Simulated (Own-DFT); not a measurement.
Simulation results for Hf36O71 (tetragonal hafnia with one neutral oxygen vacancy, atoms displaced)

All values are calculated (Own-DFT development build). A calculation, not a measurement: plane-wave PBE and HSE06 DFT by an unreviewed code, no spin, of a simulated cell at Gamma alone, so results move with cell size and shape, stress positive in tension, energies less offsets, not probed for a lower state with spin; hafnium file: forces about 75 meV/angstrom off all-electron values; oxygen file: force components 24 meV/angstrom off all-electron in a glass; k mesh not checked against a denser one; forces and stress are PBE's, HSE06 gives the energy alone, and its difference from PBE has offsets of its own; offsets are fitted by least squares, one for each functional and potential file, so energies compare only between cells with the same atoms and settings and are not formation energies; the far tail of each file's local potential was reset to the Coulomb form; each entry is a single point on an unrelaxed cell, so the pressure reflects the starting lattice, taken from the Materials Project, from which strain is counted, and rises with the displacements; printed positions are rounded, which can move forces by about a meV/angstrom; the program is a retired in-house code; no spin-orbit coupling.

```xyz
107
Lattice="10.7800 0.0000 0.0000 0.0000 10.7800 0.0000 0.0000 0.0000 10.4493" Properties=species:S:1:pos:R:3:force_x:R:1:force_y:R:1:force_z:R:1 formula=Hf36O71 first_functional=PBE second_functional=HSE06 exact_exchange_share=0.25 screening=0.11 exchange_divergence=Gygi-Baldereschi potential_files=PseudoDojo_norm-conserving,scalar-relativistic,made_for_PBE,standard_set wave_cutoff=48 occupations=fixed k_mesh=1_x_1_x_1_centred_on_Gamma PBE_energy_of_cell_above_offsets=-88.803 HSE06_less_PBE_above_offsets=0.404 PBE_pressure=4.91 PBE_stress_xx=-5.13 PBE_stress_yy=-5.61 PBE_stress_zz=-4 PBE_stress_yz=2.97 PBE_stress_xz=0.75 PBE_stress_xy=-0.24
Hf    10.6309     0.1420     0.0112       3.88     -2.628     -0.803
Hf     1.8332     1.7193     2.5908     -1.624     -1.096      2.103
O      0.0315     1.7979     1.5736     -0.622      0.019     -0.273
O      1.7097    10.5430     3.6052      0.536      3.762      0.475
O     10.7346     1.8213     4.2351      0.463     -0.909      0.169
O      1.7016     0.0110     1.0379      1.327     -0.717     -0.886
Hf     0.1102    10.7551     5.2070     -1.513     -0.027     -0.007
Hf     1.9045     1.7191     7.9551     -2.796     -0.262      -1.99
O     10.7574     1.8592     6.9120      1.107     -0.182       -0.7
O      1.8313    10.7312     8.8548      0.838      0.441      0.951
O     10.7138     1.7210     9.3561      1.417      1.761      0.696
O      1.7764     0.0708     6.2992      0.844      0.563      0.485
Hf     0.0337     3.5730     0.0112      -3.03     -1.321      1.334
Hf     1.8224     5.3744     2.6299         -3     -0.657       2.06
O      0.0848     5.3934     1.5648     -0.832     -0.007     -0.287
O      1.7560     3.5020     3.6969      0.463      1.043      0.166
O      0.0403     5.4651     4.1679     -0.915     -1.096      0.518
O      1.8189     3.5257     1.1595      0.504      0.547      -1.98
Hf     0.0344     3.5708     5.2454     -2.172     -0.359      -1.82
Hf     1.7560     5.3517     7.9468      0.615      2.425     -2.366
O      0.0371     5.3868     6.7030      0.543      0.837      1.715
O      1.7551     3.5941     8.8361      0.501     -0.255       1.74
O     10.6939     5.3560     9.4835      1.122      0.188     -2.291
O      1.6478     3.4760     6.2864      3.599      1.385      1.148
Hf    10.7354     7.0775    10.4329     -0.113      3.002      1.678
Hf     1.7527     8.9356     2.4120      0.907     -0.156      4.492
O      0.0860     8.9555     1.6789      -5.75     -0.208     -2.203
O      1.8030     7.0627     3.5930       0.78      2.247      0.367
O     10.7651     9.0908     4.1002     -1.571     -2.726       1.66
O      1.7024     7.2165     1.0211      1.139     -0.365     -0.824
Hf    10.7030     7.1238     5.3287      3.386      2.031     -1.569
Hf     1.9012     8.9687     7.9356     -3.925      0.596      -2.02
O     10.7634     8.9816     6.8376      0.237     -0.339        0.4
O      1.8091     7.3441     8.8984      0.045     -4.846      1.264
O      0.0107     8.9637     9.4828     -0.897     -0.053      0.388
O      1.8249     7.2581     6.2941     -0.427      -0.82     -0.741
Hf     3.5865     0.0152     0.0387     -0.591     -0.325      0.948
Hf     5.3407     1.6454     2.6791     -0.014      1.286     -0.052
O      3.4317     1.6778     1.5348      2.714      0.816     -0.904
O      5.2752    10.7709     3.6287      1.032     -1.045      1.428
O      3.7124     1.8284     4.1489     -1.126     -0.298      1.226
O      5.2750     0.1038     1.1060      0.922     -0.259     -0.935
Hf     3.6331    10.7582     5.4681     -1.533      0.618     -3.948
Hf     5.3228     1.8257     7.8433      1.797     -1.116     -0.408
O      3.5701     1.8214     6.8085      0.916      0.049      0.538
O      5.4367    10.7468     8.8794     -0.562       1.14      0.033
O      3.6071     1.7124     9.3890      0.412      2.384     -0.113
O      5.3740    10.7701     6.3255       0.25      1.008      0.591
Hf     3.5086     3.7274     0.0520      0.026     -1.986      1.288
Hf     5.4144     5.2883     2.5665     -0.111      0.645       0.75
O      3.4355     5.4485     1.5925      3.751     -0.642     -1.988
O      5.3417     3.5780     3.5847       0.91      0.775     -0.056
O      3.5391     5.2941     4.1809      0.545      3.062     -1.104
O      5.4526     3.7155     1.0545     -3.314     -0.175      0.069
Hf     3.4645     3.7881     5.2449      0.216     -4.498      0.166
Hf     5.4040     5.4076     7.9072      0.638      1.967     -1.982
O      3.6233     5.5076     6.7407      -0.36     -1.665      1.202
O      5.5145     3.6751     8.9493     -1.121     -1.468     -1.078
O      3.6056     5.3150     9.3369     -0.075      1.569      0.268
O      5.4872     3.4968     6.1781     -3.782      0.221       2.67
Hf     3.5476     7.2779     0.1370     -0.427     -0.704      0.214
Hf     5.3271     8.9502     2.7043      1.502      0.267      -1.16
O      3.5917     8.8936     1.6659      0.133      0.066     -2.209
O      5.3584     7.1284     3.6799     -0.274     -0.604      -0.28
O      3.5907     9.0757     4.1662      1.104     -1.343      1.539
O      5.3284     7.3097     0.9917      1.234      -1.23     -0.189
Hf     3.7245     7.2712     5.1809     -1.976     -0.112       0.16
Hf     5.4032     8.9696     7.9331      0.983      1.456     -2.053
O      3.4525     9.0091     6.7832       3.69      0.188     -0.241
O      5.5844     7.2832     8.8406     -0.432      -3.64      0.546
O      3.7530     8.8756     9.4749     -0.539      1.841     -0.616
O      5.4661     7.1642     6.2768     -0.472      0.762     -0.369
Hf     7.2497     0.1549    10.3928     -1.376      -4.78      2.771
Hf     8.9714     1.7000     2.6874      0.615      4.631     -1.319
O      7.2505     1.6989     1.6240     -1.405      0.358     -0.074
O      9.0313     0.1001     3.5987     -1.223     -4.025      1.313
O      9.0096     0.0494     0.8708     -2.121     -0.189      2.981
Hf     7.1521    10.7697     5.2796      1.621      0.482      0.379
Hf     9.0175     1.7483     7.8173       2.06      0.447      1.095
O      7.3591     1.7719     6.8985     -4.557      0.316     -1.167
O      8.9868    10.7284     8.8708     -0.271       1.06      0.337
O      7.1724     1.7266     9.4740     -0.863      4.434     -1.728
O      8.9882     0.0064     6.2493      0.329      0.036     -1.122
Hf     7.0023     3.6305    10.3876      5.555     -0.544      0.172
Hf     8.9590     5.3413     2.5731      1.208     -1.629     -0.112
O      7.1707     5.4875     1.5383     -0.777     -0.286     -0.451
O      8.9575     3.5733     3.6698     -0.262     -0.096     -0.273
O      7.2773     5.3600     4.1392     -0.888        0.9      -0.43
O      9.0271     3.6791     1.1360     -0.493      0.333      -1.17
Hf     7.1298     3.7320     5.3242      3.809     -2.041     -2.417
Hf     9.0621     5.4771     7.7140     -1.557     -3.027      0.845
O      7.2075     5.4981     6.7253     -0.657     -0.798      0.575
O      9.0519     3.5101     9.0111     -0.214      0.695     -1.443
O      7.3184     5.3615     9.2583     -0.923      0.221      0.784
O      8.9994     3.7012     6.2361     -0.506      0.485      0.811
Hf     7.2212     7.1349    10.3017     -0.421      1.478       2.18
Hf     8.9502     8.9389     2.7178      0.656      0.921     -1.651
O      7.1644     9.0575     1.5594      0.309     -0.152      0.876
O      8.9400     7.1883     3.6948     -0.127       0.17       0.34
O      7.0452     9.0162     4.1283      1.205     -0.385      0.936
O      8.9420     7.1381     1.0605       0.69      0.298     -0.715
Hf     7.3097     7.1457     5.1300     -2.276      0.508       0.36
Hf     8.9657     8.9375     7.9984        0.8      3.501     -3.139
O      7.1423     9.2142     6.7844      0.492     -1.563      0.839
O      8.9679     7.2139     8.8036      0.264     -2.472      1.755
O      7.2561     8.9987     9.3777     -0.254     -0.288      0.425
O      8.9375     7.1459     6.2870       0.43      0.184      0.437
```

Units: screening in 1/bohr; wave_cutoff in hartree; PBE_energy_of_cell_above_offsets, HSE06_less_PBE_above_offsets in eV; PBE_pressure, PBE_stress_xx, PBE_stress_yy, PBE_stress_zz, PBE_stress_yz, PBE_stress_xz, PBE_stress_xy in GPa; force_x, force_y, force_z in eV/Å.
